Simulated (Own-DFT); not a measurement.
# One host, several defects: D0_22 TiAl3

Source: density functional calculations with Own-DFT, an unreviewed in-house program that is no longer used. Nothing was measured or relaxed, and spin and spin-orbit coupling are left out.

Settings: PBE; PseudoDojo norm-conserving scalar-relativistic files; cutoff 42 hartree; 4 x 4 x 4 k mesh centred on Gamma; cold (Marzari-Vanderbilt) smearing of 0.2 eV.

Caveats: forces on such cells failed a check on a denser k mesh; stress not checked against mesh or cutoff.

All runs share one cell, with vectors in Å (-2.365, -6.981, 4.326); (-7.667, 3.491, 1.442); (-2.950, -3.488, -7.241) and a volume of 625.4 Å³. Atoms were moved at random from their sites; u is the rms move along one axis. The defect's site can differ from row to row.

```
cell,formula,u (Å),P (GPa)
no defect,Al30Ti10,0.0214,2.00
no defect,Al30Ti10,0.0457,2.44
no defect,Al30Ti10,0.0514,2.59
one Ti vacancy,Al30Ti9,0.0278,1.77
one Ti vacancy,Al30Ti9,0.0455,2.22
one Ti vacancy,Al30Ti9,0.0543,2.58
two Al vacancies,Al28Ti10,0.0275,1.05
two Al vacancies,Al28Ti10,0.0452,1.38
two Al vacancies,Al28Ti10,0.0509,1.57
two Ti on an Al site each,Al28Ti12,0.0287,3.32
two Ti on an Al site each,Al28Ti12,0.0298,3.31
two Ti on an Al site each,Al28Ti12,0.0483,?
two Ti on an Al site each,Al28Ti12,0.0526,3.81
two Al on a Ti site each,Al32Ti8,0.0295,2.88
two Al on a Ti site each,Al32Ti8,0.0297,2.93
two Al on a Ti site each,Al32Ti8,0.0493,3.39
```

## Worked fit

P = P0 + c u² + a shift for each defect gives P0 = 1.83 GPa, c = 299 ± 15 GPa/Å² and a scatter of 0.05 GPa. The shifts, and each times the cell's volume:

- two Ti on an Al site each: 1.21 ± 0.04 GPa, 4.7 eV (2.4 eV for each of its 2 sites)
- two Al on a Ti site each: 0.83 ± 0.04 GPa, 3.2 eV (1.6 eV for each of its 2 sites)
- one Ti vacancy: -0.21 ± 0.04 GPa, -0.8 eV
- two Al vacancies: -1.03 ± 0.04 GPa, -4.0 eV (-2.0 eV for each of its 2 sites)

Against the defect-free cell, a freed cell would be larger where the shift is positive and smaller where it is negative (160.2 GPa Å³ is 1 eV). The atoms around the defects weren't relaxed, which would change these numbers.

## The run left out

Q: what pressure belongs in the blank (two Ti on an Al site each, u = 0.0483 Å)?

The fit gives 3.73 ± 0.06 GPa. The calculation gave 3.79 GPa.
